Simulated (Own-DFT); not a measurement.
# Computed records: Si3N4 (beta silicon nitride, atoms displaced)

A calculation, not a measurement: plane-wave PBE density functional theory by an unreviewed code, no spin, of a simulated periodic cell, stress positive in tension, free energy of the whole cell less one offset for each atom, some atoms lie very close together; forces on such cells moved up to 12 meV/angstrom on a denser k mesh; offsets are fitted by least squares, one for each functional and potential file, so energies compare only between cells with the same atoms and settings and are not formation energies; the far tail of each file's local potential was reset to the Coulomb form; each entry is a single point on an unrelaxed cell, so the pressure reflects the starting lattice, mostly measured values (interpolated for alloys), from which strain is counted, and rises with the displacements; printed positions are rounded, which can move forces by about a meV/angstrom; the program, named Own-DFT, is a retired in-house code; no spin-orbit coupling; before rounding, a Quantum ESPRESSO 7.3.1 run of the same cell and cutoff gave forces within 1 meV/angstrom rms on each cell, which checks the program and not the settings. Program: Own-DFT development build.

Si3N4 (beta silicon nitride, atoms displaced)

```
Si3N4
1.0
     15.2120     0.0000     0.0000
     -7.6060    13.1740     0.0000
      0.0000     0.0000     5.8180
Si N Si N Si N Si N Si N Si N Si N Si N
6 8 6 8 6 8 6 8 6 8 6 8 6 8 6 8
Direct
  0.09683 0.40081 0.16666
  0.10766 0.19460 0.14706
  0.28618 0.41374 0.13108
  0.40168 0.09301 0.40925
  0.37256 0.29281 0.38187
  0.19883 0.08731 0.32183
  0.15708 0.01943 0.10940
  0.48235 0.14924 0.11019
  0.35527 0.34375 0.13262
  0.31976 0.48205 0.38515
  0.02921 0.34875 0.35103
  0.14051 0.19145 0.41250
  0.18263 0.33513 0.13204
  0.33244 0.15278 0.39526
  0.08988 0.36744 0.59849
  0.11836 0.20344 0.62229
  0.27284 0.40744 0.62114
  0.40506 0.11514 0.90162
  0.38502 0.29903 0.91552
  0.19932 0.07874 0.92365
  0.15354 0.00789 0.58814
  0.48989 0.14418 0.59673
  0.34711 0.34813 0.62879
  0.33125 0.49363 0.93671
  0.01746 0.34848 0.89515
  0.12726 0.15729 0.83829
  0.16585 0.33710 0.66817
  0.33941 0.18492 0.88017
  0.07878 0.87832 0.09986
  0.11558 0.69794 0.12609
  0.30194 0.92617 0.11006
  0.42105 0.63571 0.39532
  0.37584 0.78637 0.38111
  0.18964 0.56234 0.33386
  0.14879 0.50428 0.11994
  0.46067 0.62010 0.09825
  0.35956 0.83801 0.15581
  0.34657 0.00318 0.36193
  0.01104 0.84094 0.36999
  0.14924 0.65874 0.36633
  0.16043 0.83388 0.13764
  0.33528 0.67229 0.35844
  0.04732 0.85776 0.64680
  0.13004 0.70723 0.63065
  0.30325 0.91739 0.62788
  0.41263 0.62272 0.88175
  0.37827 0.78521 0.88577
  0.19129 0.57262 0.91337
  0.16442 0.51962 0.65014
  0.49573 0.66598 0.58467
  0.36675 0.84792 0.63780
  0.35013 0.99268 0.91287
  0.02145 0.86801 0.89826
  0.14258 0.66146 0.85014
  0.15477 0.82885 0.60406
  0.33396 0.66659 0.92004
  0.57617 0.37569 0.12002
  0.61021 0.18518 0.11368
  0.80676 0.42903 0.10368
  0.91467 0.12464 0.35457
  0.89099 0.30899 0.39316
  0.69704 0.07163 0.33563
  0.67489 0.01328 0.13302
  0.99313 0.16955 0.08211
  0.83986 0.31591 0.14435
  0.83436 0.47831 0.38322
  0.51476 0.34254 0.36879
  0.66194 0.16575 0.40313
  0.64746 0.32635 0.09343
  0.82997 0.15877 0.39904
  0.59751 0.37721 0.63398
  0.63212 0.21091 0.63015
  0.78509 0.39920 0.64995
  0.91604 0.12402 0.85633
  0.88239 0.29511 0.85846
  0.73028 0.10405 0.86179
  0.66263 0.03814 0.65882
  0.98065 0.14538 0.61513
  0.84706 0.33927 0.59765
  0.83552 0.47311 0.86030
  0.49446 0.32834 0.85938
  0.66213 0.16747 0.84536
  0.67234 0.33949 0.66179
  0.82418 0.15374 0.83073
  0.56420 0.87521 0.13565
  0.60372 0.69886 0.06413
  0.78755 0.90554 0.13082
  0.93459 0.61322 0.35767
  0.87222 0.80610 0.36982
  0.71145 0.57042 0.35529
  0.66225 0.50769 0.17573
  0.00023 0.65145 0.15125
  0.86870 0.85852 0.14649
  0.86316 0.00679 0.34022
  0.52191 0.84528 0.35361
  0.62604 0.64970 0.36734
  0.68218 0.84094 0.14318
  0.82539 0.67436 0.30562
  0.59065 0.90391 0.62833
  0.63939 0.71727 0.67723
  0.79386 0.90969 0.59637
  0.92613 0.62091 0.93219
  0.89185 0.79834 0.86124
  0.69200 0.57553 0.90761
  0.66226 0.50922 0.64228
  0.98215 0.65588 0.61413
  0.84283 0.83341 0.57862
  0.84229 0.97666 0.92468
  0.50864 0.85978 0.83632
  0.63728 0.65035 0.88108
  0.67837 0.84779 0.65806
  0.83344 0.67100 0.88929
```

```
functional                        : PBE
potential files                   : PseudoDojo norm-conserving, scalar-relativistic, standard set
wave cutoff                       : 42 hartree
occupations                       : Fermi-Dirac
smearing width                    : 0.1 eV
k mesh                            : 2 x 2 x 4 centred on Gamma
free energy of cell above offsets : 110.040 eV
pressure                          : 33.44 GPa
stress xx                         : -26.47 GPa
stress yy                         : -32.28 GPa
stress zz                         : -41.56 GPa
stress yz                         : 1.95 GPa
stress xz                         : 2.32 GPa
stress xy                         : -8.2 GPa
```

Force:
```tsv
element	x (eV/Å)	y (eV/Å)	z (eV/Å)
Si	7.889	-18.76	-14.04
Si	0.031	4.368	-5.829
Si	11.93	6.623	3.584
Si	6.055	48.75	6.002
Si	2.711	1.349	2.731
Si	2.275	2.741	14.63
N	-3.24	-17.89	13.82
N	2.924	-0.151	4.042
N	-1.461	0.164	2.791
N	-1.563	3.343	0.705
N	-9.423	-6.507	12.32
N	13.87	-7.14	-30.17
N	-13.73	-10.1	0.534
N	-4.924	2.977	-1.554
Si	-8.461	4.58	5.902
Si	-14.25	5.616	21.75
Si	13.07	8.202	0.632
Si	0.373	6.053	-4.85
Si	-7.264	5.343	-4.336
Si	1.016	17.46	-28.86
N	0.06	-0.275	2.058
N	1.487	1.414	5.325
N	0.848	-1.93	0.471
N	-1.739	1.902	-9.474
N	-1.74	-0.133	-2.742
N	7.498	-4.991	13.84
N	-2.162	-9.607	2.197
N	-0.655	-13.39	0.636
Si	7.618	1.989	17.4
Si	7.482	6.313	-1.319
Si	-0.434	-9.986	11.61
Si	-2.915	-7.273	-8.506
Si	0.245	6.888	2.88
Si	2.918	11.59	17.76
N	-1.843	9.868	-4.717
N	9.345	6.039	11.08
N	-3.764	2.026	-5.183
N	-5.79	-50.9	-8.698
N	-2.693	-0.695	-1.565
N	1.365	-1.098	-0.313
N	2.937	0.473	-1.834
N	-1.092	-7.451	0.601
Si	9.07	4.962	-10.95
Si	-5.411	1.997	-7.993
Si	-2.209	-0.776	-0.458
Si	-3.557	-3.726	-10.57
Si	-1.307	6.01	0.198
Si	2.126	7.733	-12.51
N	0.235	-3.119	-4.427
N	4.401	2.111	11.75
N	-2.414	-1.462	-1.223
N	-0.522	1.365	-11.86
N	-10.33	-3.334	-7.865
N	4.102	-3.604	10.55
N	2.83	1.648	1.915
N	-4.205	-2.719	-1.237
Si	-2.042	-1.17	-0.036
Si	-1.129	3.748	1.167
Si	-2.071	-9.515	8.581
Si	1.862	3.274	0.157
Si	3.22	-6.227	-6.534
Si	-0.321	13.07	17.69
N	-1.071	-8.872	-13.81
N	-2.787	-1.007	4.461
N	-1.116	3.073	-4.339
N	0.403	2.576	-1.752
N	-1.433	-0.354	3.156
N	-1.407	-0.274	-6.587
N	7.341	-0.354	0.891
N	-1.674	3.598	-1.746
Si	-12.89	1.2	-1.89
Si	-5.023	-2.841	-3.071
Si	5.888	6.202	-6.377
Si	1.966	-5.007	0.866
Si	1.929	0.498	3.383
Si	-34.22	-21.36	9.07
N	-0.384	-10.12	-8.523
N	0.542	2.843	-1.8
N	0.867	-0.536	7.006
N	1.758	8.859	0.536
N	10.56	6.194	-0.378
N	0.243	0.842	7.537
N	0.2	-8.102	-0.847
N	33.77	24.96	-3.136
Si	9.915	7.907	-18.58
Si	-4.054	2.557	15.4
Si	13.18	10.86	1.754
Si	-10.42	-4.708	11.16
Si	11.99	-8.567	-10.04
Si	0.221	16.24	19.96
N	-4.078	-13.48	-21.48
N	-0.73	0.032	-6.896
N	-0.643	-0.737	-7.726
N	-1.872	-10.31	2.513
N	-7.302	-4.511	18.07
N	2.365	1.246	0.599
N	-16.6	-13.68	-0.324
N	2.547	-1.478	2.547
Si	3.103	0.76	-1.42
Si	-4.378	0.844	-14.19
Si	3.717	8.874	1.885
Si	-5.745	-1.455	-10.13
Si	-5.792	0.682	2.998
Si	2.437	0.163	-1.751
N	1.157	0.638	0.726
N	2.326	0.866	4.89
N	-4.189	2.054	15.98
N	-0.093	6.814	-10.95
N	0.434	-2.262	6.438
N	5.674	-4.277	-1.247
N	-5.727	-3.412	0.315
N	1.971	-1.731	-0.826
```
